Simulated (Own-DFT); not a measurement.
# An alloy series: diamond-structure SiGe

Calculated results; nothing here was measured. They come from Own-DFT, an in-house plane-wave density functional program, since retired, whose code no person has reviewed. Each row is one single-point run on a periodic cell that was not relaxed, without spin or spin-orbit coupling.

Settings of every run: PBE; PseudoDojo norm-conserving scalar-relativistic files; cutoff 42 hartree; 5 x 5 x 5 k mesh centred on Gamma; Fermi-Dirac smearing of 0.1 eV.

Known limits, some of them of some rows only: forces on such cells failed a check on a denser k mesh; forces on such cells moved up to 12 meV/angstrom on a denser k mesh; forces on such cells passed a denser k mesh, each cell not checked; stress not checked against mesh or cutoff.

Each cell has 16 atoms, with Ge and Si placed at random on their shared sites; x is the share of Ge. Lattice constants follow the straight line between measured values of the end members, and atoms start on the ideal sites of that lattice. Every atom was also moved at random, by a Gaussian of width 0.03 Å on each axis. u is the rms move along one axis. dE is the free energy for each Ge or Si site above the straight-line part, a + b x, of the fit below.

| x | cell | u (Å) | volume (Å³/atom) | P (GPa) | dE (meV/site) |
|---|---|---|---|---|---|
| 0.125 | Ge2Si14 | 0.0290 | 20.340 | 2.24 | 7.9 |
| 0.125 | Ge2Si14 | 0.0281 | 20.340 | 2.25 | 6.2 |
| 0.125 | Ge2Si14 | 0.0261 | 20.340 | 2.19 | 3.7 |
| 0.125 | Ge2Si14 | 0.0286 | 20.340 | 2.31 | 8.4 |
| 0.250 | Ge4Si12 | 0.0259 | 20.659 | ? | ? |
| 0.500 | Ge8Si8 | 0.0269 | 21.306 | 2.69 | 17.1 |
| 0.500 | Ge8Si8 | 0.0272 | 21.306 | 2.78 | 18.8 |
| 0.500 | Ge8Si8 | 0.0305 | 21.306 | 2.74 | 22.3 |
| 0.500 | Ge8Si8 | 0.0285 | 21.306 | 2.72 | 17.7 |
| 0.750 | Ge12Si4 | 0.0278 | 21.966 | 3.27 | 11.7 |
| 0.750 | Ge12Si4 | 0.0311 | 21.966 | 3.47 | 26.1 |
| 0.750 | Ge12Si4 | 0.0301 | 21.966 | 3.30 | 12.7 |
| 0.750 | Ge12Si4 | 0.0320 | 21.966 | 3.29 | 17.2 |
| 0.875 | Ge14Si2 | 0.0264 | 22.302 | 3.56 | 5.3 |
| 0.875 | Ge14Si2 | 0.0258 | 22.302 | 3.54 | 1.5 |
| 0.875 | Ge14Si2 | 0.0270 | 22.302 | 3.62 | 7.5 |
| 0.875 | Ge14Si2 | 0.0333 | 22.302 | 3.68 | 13.0 |

## Worked fit

Fit E = a + b x + W x (1 - x) + k (u² - 0.03²) to the rows shown. It gives W = 86 ± 13 meV/site and k = 25 ± 6 eV/Å², with a scatter of 3.0 meV/site. Part of W is bond strain that relaxing the atoms would remove. The pressures follow P = 2.15 + 0.58 x + 1.26 x² GPa, with a scatter of 0.07.

## Withheld member

Question: what pressure and dE should the cell at x = 0.250 give?

The fits give 2.4 GPa and 11 meV/site. The calculation gave 2.23 GPa and 5.4 meV/site.
